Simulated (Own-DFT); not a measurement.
## Calculated data, Hf36O71 (tetragonal hafnia with one neutral oxygen vacancy, atoms displaced)

A calculation, not a measurement: plane-wave PBE and HSE06 DFT by an unreviewed code, no spin, of a simulated cell at Gamma alone, so results move with cell size and shape, stress positive in tension, energies less offsets, not probed for a lower state with spin; hafnium file: forces about 75 meV/angstrom off all-electron values; oxygen file: force components 24 meV/angstrom off all-electron in a glass; k mesh not checked against a denser one; forces and stress are PBE's, HSE06 gives the energy alone, and its difference from PBE has offsets of its own; offsets are fitted by least squares, one for each functional and potential file, so energies compare only between cells with the same atoms and settings and are not formation energies; the far tail of each file's local potential was reset to the Coulomb form; each entry is a single point on an unrelaxed cell, so the pressure reflects the starting lattice, taken from the Materials Project, from which strain is counted, and rises with the displacements; printed positions are rounded, which can move forces by about a meV/angstrom; the program is a retired in-house code; no spin-orbit coupling. Program: Own-DFT development build.

### Hf36O71 (tetragonal hafnia with one neutral oxygen vacancy, atoms displaced)

```xyz
107
Lattice="10.7800 0.0000 0.0000 0.0000 10.7800 0.0000 0.0000 0.0000 10.4493" Properties=species:S:1:pos:R:3 Hf36O71
Hf     0.0279    10.7636    10.4344
Hf     1.7897     1.8023     2.6498
O     10.7730     1.7856     1.5663
O      1.8284    10.7104     3.6145
O      0.0348     1.8106     4.2527
O      1.8265     0.0047     0.9684
Hf    10.7306    10.7785     5.1842
Hf     1.7676     1.7571     7.9130
O      0.0591     1.7802     6.8123
O      1.8407     0.0112     8.8637
O      0.0043     1.8029     9.4032
O      1.8165     0.0183     6.2302
Hf     0.0214     3.6312     0.0708
Hf     1.7893     5.3878     2.6056
O     10.7553     5.4010     1.6230
O      1.8185     3.6198     3.6836
O      0.0732     5.4163     4.2116
O      1.8472     3.5721     0.9685
Hf    10.7748     3.5830     5.2091
Hf     1.7865     5.4082     7.7936
O      0.0165     5.3968     6.8089
O      1.7951     3.6261     8.8354
O     10.7662     5.4441     9.4480
O      1.7805     3.6156     6.2137
Hf     0.0081     7.1776    10.4327
Hf     1.8535     8.9928     2.6246
O     10.7573     9.0102     1.5782
O      1.8349     7.2268     3.5932
O     10.7686     8.9519     4.2621
O      1.7635     7.1193     0.9879
Hf     0.0227     7.2299     5.2397
Hf     1.8434     8.9660     7.7719
O     10.7512     8.9334     6.7895
O      1.8288     7.1752     8.8580
O      0.0175     9.0544     9.4197
O      1.8185     7.1951     6.2265
Hf     3.6138     0.0187     0.0471
Hf     5.3979     1.8241     2.6650
O      3.6243     1.6981     1.6441
O      5.4020    10.7726     3.6227
O      3.6078     1.7736     4.2355
O      5.3930     0.0412     1.0350
Hf     3.5999    10.7253     5.2541
Hf     5.3599     1.7907     7.8191
O      3.6062     1.7721     6.7641
O      5.3813    10.7253     8.8347
O      3.5671     1.8655     9.3888
O      5.3509     0.0116     6.2735
Hf     3.6036     3.6138     0.0075
Hf     5.3750     5.3660     2.5945
O      3.5908     5.3885     1.6138
O      3.5936     5.3091     4.1946
O      5.3422     3.5959     1.0247
Hf     3.5891     3.6167     5.2019
Hf     5.3077     5.3812     7.8434
O      3.6157     5.3863     6.8614
O      5.4040     3.5920     8.8329
O      3.5679     5.3895     9.3797
O      5.4436     3.6154     6.2006
Hf     3.5964     7.1577     0.0361
Hf     5.3715     9.0027     2.5811
O      3.5449     9.0433     1.5766
O      5.4120     7.2106     3.6338
O      3.5686     9.0529     4.2000
O      5.4113     7.2150     1.0379
Hf     3.6267     7.1830     5.2475
Hf     5.4240     9.0076     7.8472
O      3.6008     8.9538     6.8365
O      5.3870     7.2007     8.8484
O      3.5750     8.9720     9.4346
O      5.3740     7.1981     6.2004
Hf     7.2315    10.7473    10.4071
Hf     9.0388     1.7426     2.6165
O      7.1340     1.7971     1.5649
O      8.9684    10.7777     3.6050
O      7.2287     1.8042     4.1632
O      8.9658    10.7327     1.0305
Hf     7.1664    10.7603     5.2061
Hf     8.9954     1.7952     7.8338
O      7.1963     1.8128     6.8618
O      8.9752     0.0346     8.8590
O      7.2231     1.7884     9.4275
O      8.9900     0.0176     6.2014
Hf     7.1810     3.5790     0.0087
Hf     9.0108     5.3860     2.5493
O      7.1426     5.3949     1.6061
O      8.9903     3.6201     3.6560
O      7.2157     5.3729     4.1936
O      8.9787     3.5502     1.0393
Hf     7.1367     3.5735     5.2068
Hf     8.9748     5.4209     7.8451
O      7.2159     5.4159     6.8045
O      8.8950     3.6203     8.8658
O      7.1932     5.3591     9.4670
O      8.9777     3.5079     6.3162
Hf     7.1425     7.2039     0.0173
Hf     8.9766     8.9483     2.6234
O      7.1312     8.9512     1.5469
O      8.9520     7.2223     3.6266
O      7.1986     9.0104     4.1674
O      9.0071     7.1280     1.0098
Hf     7.1556     7.1637     5.2463
Hf     8.9594     8.9470     7.8709
O      7.1660     9.0335     6.8568
O      8.9846     7.1624     8.8306
O      7.1528     9.0403     9.4437
O      8.9637     7.2032     6.2018
```

- first functional: PBE
- second functional: HSE06
- exact exchange share: 0.25
- screening: 0.11 1/bohr
- exchange divergence: Gygi-Baldereschi
- potential files: PseudoDojo norm-conserving, scalar-relativistic, made for PBE, standard set
- wave cutoff: 48 hartree
- occupations: fixed
- k mesh: 1 x 1 x 1 centred on Gamma
- PBE energy of cell above offsets: -100.406 eV
- HSE06 less PBE above offsets: -0.107 eV
- PBE pressure: 1.25 GPa
- PBE stress xx: -1.32 GPa
- PBE stress yy: -0.47 GPa
- PBE stress zz: -1.95 GPa
- PBE stress yz: -0.09 GPa
- PBE stress xz: 0.21 GPa
- PBE stress xy: -0.01 GPa

Force:
```csv
element,x (eV/Å),y (eV/Å),z (eV/Å)
Hf,-0.301,0.419,0.287
Hf,0.927,-0.538,-0.06
O,0.777,0.194,0.521
O,-0.672,1.681,-0.04
O,-0.044,-0.682,-1.384
O,-0.813,0.235,0.609
Hf,0.897,-0.14,1.194
Hf,0.675,0.912,-1.131
O,-0.732,-0.22,0.057
O,-0.157,-0.81,-0.152
O,0.12,0.472,0.623
O,-0.69,-0.747,0.008
Hf,-0.595,-0.572,-1.702
Hf,-0.115,0.524,0.871
O,1.2,-0.69,-0.805
O,-0.231,-0.766,-1.233
O,-0.16,0.099,-0.233
O,-0.866,0.07,1.301
Hf,-0.565,0.907,1.098
Hf,-0.326,-0.763,0.641
O,-0.678,0.267,0.188
O,-0.391,0.13,0.095
O,0.038,-1.114,0.094
O,0.44,0.342,0.096
Hf,-0.029,1.176,-0.133
Hf,-1.304,-0.009,-0.566
O,0.669,-0.188,0.518
O,0.291,-0.864,0.224
O,-0.089,0.849,-1.03
O,0.608,0.03,0.328
Hf,-0.768,-0.958,0.121
Hf,-0.876,0.427,1.24
O,0.325,0.126,0.675
O,-0.33,0.42,-0.436
O,-0.294,-1.511,-0.288
O,0.369,-0.009,0.134
Hf,0.273,0.022,-0.971
Hf,0.306,-0.162,-0.431
O,-0.9,0.61,-0.011
O,0.192,0.124,0.299
O,0.078,0.511,-0.428
O,0.334,-0.718,-0.431
Hf,-0.298,1.819,0.145
Hf,0.091,-0.341,0.009
O,-0.206,0.465,0.956
O,-0.195,1.414,0.403
O,0.416,-0.76,0.774
O,1.011,-0.335,-0.336
Hf,0.223,-0.244,-1.247
Hf,0.628,-0.269,0.931
O,-0.064,0.332,-0.441
O,0.57,1.917,-0.105
O,0.338,0.182,0.547
Hf,-0.376,-1.87,0.835
Hf,2.159,-0.092,0.589
O,-0.731,0.191,-1.367
O,-0.137,0.143,0.073
O,0.609,0.132,0.866
O,-1.522,0.101,0.061
Hf,-0.351,0.668,-1.174
Hf,0.41,0.271,0.228
O,0.963,-0.647,-0.103
O,-0.557,-0.365,-0.157
O,0.319,-2.123,-0.117
O,-1.17,-0.167,-0.153
Hf,-0.406,0.253,-1.203
Hf,-0.896,-0.182,0.359
O,0.517,-0.106,-0.706
O,0.253,-0.365,0.168
O,0.027,-0.2,0.474
O,0.118,-0.085,0.703
Hf,-0.6,1.879,1.123
Hf,-1.869,1.322,-0.472
O,0.972,0.235,0.712
O,0.599,-0.302,0.447
O,-0.659,-0.264,0.475
O,0.366,0.382,-0.13
Hf,-0.196,0.457,0.184
Hf,0.028,1.213,-0.134
O,-0.766,-0.484,-0.542
O,-0.024,-1.23,-0.131
O,-0.396,-0.112,0.194
O,-0.369,-0.079,0.115
Hf,0.304,-0.612,-0.38
Hf,-1.647,0.041,1.591
O,0.498,-0.039,-0.153
O,0.655,-0.484,-0.545
O,-0.803,0.154,0.207
O,0.348,0.49,0.03
Hf,2.084,0.3,0.06
Hf,-0.193,-1.597,-0.519
O,-0.847,0.346,0.277
O,0.696,-0.097,0.193
O,-0.223,1.14,0.106
O,0.409,0.412,-1.009
Hf,0.549,-0.555,-0.216
Hf,-0.319,0.304,-0.679
O,0.982,-0.114,0.37
O,0.203,-1.068,-0.255
O,-0.078,-0.314,0.569
O,-0.6,0.276,-0.198
Hf,0.812,-0.402,-1.053
Hf,0.774,0.814,-0.583
O,0.591,-0.228,-0.589
O,-0.184,1.163,0.527
O,0.486,-1.945,-0.795
O,0.097,0.161,0.431
```
